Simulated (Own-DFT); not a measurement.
# Response to strain: wurtzite AlN, 72 atoms (Al36N36)

All numbers below are calculated, not measured. The program, named Own-DFT, is a retired in-house plane-wave density functional code that no person has reviewed. Each row is one single-point run on a periodic cell that was not relaxed, without spin or spin-orbit coupling.

Settings of every run: PBE; PseudoDojo norm-conserving scalar-relativistic files; cutoff 42 hartree; 4 x 4 x 3 k mesh centred on Gamma; Gaussian smearing of 0.01 eV.

Known limits: k mesh not checked against a denser one; stress not checked against mesh or cutoff.

Unstrained cell vectors in Å: (9.336, 0.000, 0.000); (-4.668, 8.085, 0.000); (0.000, 0.000, 9.964). The unstrained cell has measured lattice constants (interpolated for alloys), not those of this functional. That, the random moves and any unrelaxed bonds set the pressure at no strain. Each run strains this cell uniformly, with the atoms carried along. Every atom was also moved at random, by a Gaussian of width 0.05 Å on each axis. Strain is the symmetric tensor, in per cent. Stress is positive in tension, and the pressure is minus a third of its trace.

| run | e_xx (%) | e_yy (%) | e_zz (%) | e_yz (%) | e_xz (%) | e_xy (%) | s_xx (GPa) | s_yy (GPa) | s_zz (GPa) | s_yz (GPa) | s_xz (GPa) | s_xy (GPa) | P (GPa) | E (meV/atom) |
|---|---|---|---|---|---|---|---|---|---|---|---|---|---|---|
| 1 | 0.94 | -0.20 | 1.18 | -1.10 | -0.34 | 0.38 | -0.27 | -4.37 | -0.82 | -2.64 | -1.16 | 1.44 | 1.82 | 15.5 |
| 2 | -0.25 | -1.91 | 0.06 | 0.89 | 1.23 | 1.60 | -12.86 | -12.84 | -8.51 | 2.20 | 3.77 | 7.17 | 11.40 | 60.6 |
| 3 | -0.25 | 1.35 | 1.57 | -0.83 | -0.66 | 0.93 | -4.77 | -0.03 | 2.62 | -2.20 | -2.60 | 4.11 | 0.73 | 19.9 |
| 4 | 0.53 | -1.96 | 0.52 | -0.70 | 0.36 | 0.53 | -2.96 | -15.21 | -5.32 | -0.84 | 1.17 | 1.64 | 7.83 | 22.4 |
| 5 | 0.15 | -1.62 | -0.82 | -0.78 | -1.14 | 0.63 | -6.18 | -16.16 | -9.73 | -1.72 | -3.36 | 2.10 | 10.69 | 24.0 |
| 6 | -0.42 | 1.03 | -0.63 | 1.09 | 1.31 | -0.93 | -7.78 | -0.42 | -9.63 | 2.67 | 4.56 | -3.18 | 5.94 | 24.4 |
| 7 | 1.47 | 1.08 | 0.14 | 0.48 | 1.69 | 1.47 | 2.62 | 0.70 | -5.12 | 0.43 | 4.03 | 5.12 | 0.60 | 21.4 |
| 8 | -0.44 | 0.32 | -1.67 | 0.48 | 1.36 | -0.54 | -7.83 | -5.86 | -14.66 | 0.96 | 3.59 | -3.08 | 9.45 | 20.5 |
| 9 | 0.48 | -1.52 | -1.76 | -0.18 | 0.93 | -1.93 | -7.38 | -13.47 | -16.21 | -0.41 | 2.16 | -8.14 | 12.35 | 51.8 |
| 10 | -0.45 | -1.71 | 1.39 | -0.04 | -1.23 | 0.77 | -8.50 | -14.18 | 0.62 | -0.37 | -3.31 | 2.67 | 7.36 | 20.3 |
| 11 | -1.06 | -0.59 | 0.70 | -0.85 | -1.74 | 0.39 | -13.16 | -9.58 | -3.53 | -2.44 | -5.78 | 2.59 | 8.75 | 55.2 |
| 12 | -0.58 | 0.74 | -0.30 | -0.10 | -0.18 | -0.52 | -8.47 | -1.41 | -6.71 | 0.04 | -1.37 | -2.36 | 5.53 | 0.0 |
| 13 | -0.02 | 0.46 | -1.29 | -1.63 | 1.96 | 0.82 | -5.62 | -5.67 | -12.79 | -4.39 | 5.76 | 2.28 | 8.03 | 46.7 |
| 14 | 1.92 | 1.24 | -0.72 | -1.50 | 0.23 | -0.49 | 3.88 | 1.16 | -7.58 | -4.15 | -0.45 | -2.46 | 0.84 | 19.7 |
| 15 | -1.09 | 0.01 | -1.14 | -0.03 | -0.88 | -1.27 | -11.01 | -9.40 | -11.60 | 0.54 | -3.16 | -3.84 | 10.67 | 39.2 |
| 16 | -1.21 | -0.38 | -0.18 | -1.51 | 0.78 | 0.05 | -12.37 | -10.65 | -7.66 | -3.74 | 3.45 | -0.22 | 10.22 | 43.8 |
| 17 | -1.02 | -1.27 | 1.41 | -1.87 | 1.49 | -1.06 | -11.78 | -11.12 | 0.59 | -3.68 | 3.20 | -4.08 | 7.44 | 14.6 |
| 18 | -0.92 | -0.34 | 1.17 | -1.85 | 1.15 | 0.33 | ? | ? | ? | ? | ? | ? | ? | ? |

E is the free energy for each atom above the lowest run shown.

## Worked fit

Each stress component was fitted by least squares to a constant and the strains of the runs shown, as fractions, with shears doubled. Shear strains stay in the fit of a normal stress only where such slopes are resolved. The slopes, in GPa:

```
stress,at no strain,per e_xx,per e_yy,per e_zz,scatter
s_xx,-6.0,506 ± 41,113 ± 32,56 ± 34,1.46
s_yy,-6.0,108 ± 40,476 ± 31,77 ± 33,1.41
s_zz,-6.2,16 ± 25,63 ± 19,504 ± 20,0.87
```

Each shear stress against twice its own strain: yz 121 ± 6, xz 150 ± 8, xy 193 ± 9 GPa. These are stiffnesses along x, y and z of the frame in which the cell vectors are given, which need not be the crystal's axes. The atoms are held to the strained lattice; where symmetry lets them move under strain, relaxing them would lower some slopes. The table should be nearly symmetric about its diagonal, and what it lacks of that shows the noise. A ninth of its sum, 213 ± 6 GPa, estimates the bulk modulus near the mean pressure of these runs, 7.0 GPa, so it lies above the value at zero pressure.

## Withheld run

Question: what normal stresses and pressure should run 18 give?

The fit gives s_xx = -10.3, s_yy = -7.7, s_zz = -0.6 and P = 6.2 GPa. The calculation gave -10.04, -8.80, 0.41 and P = 6.14 GPa.
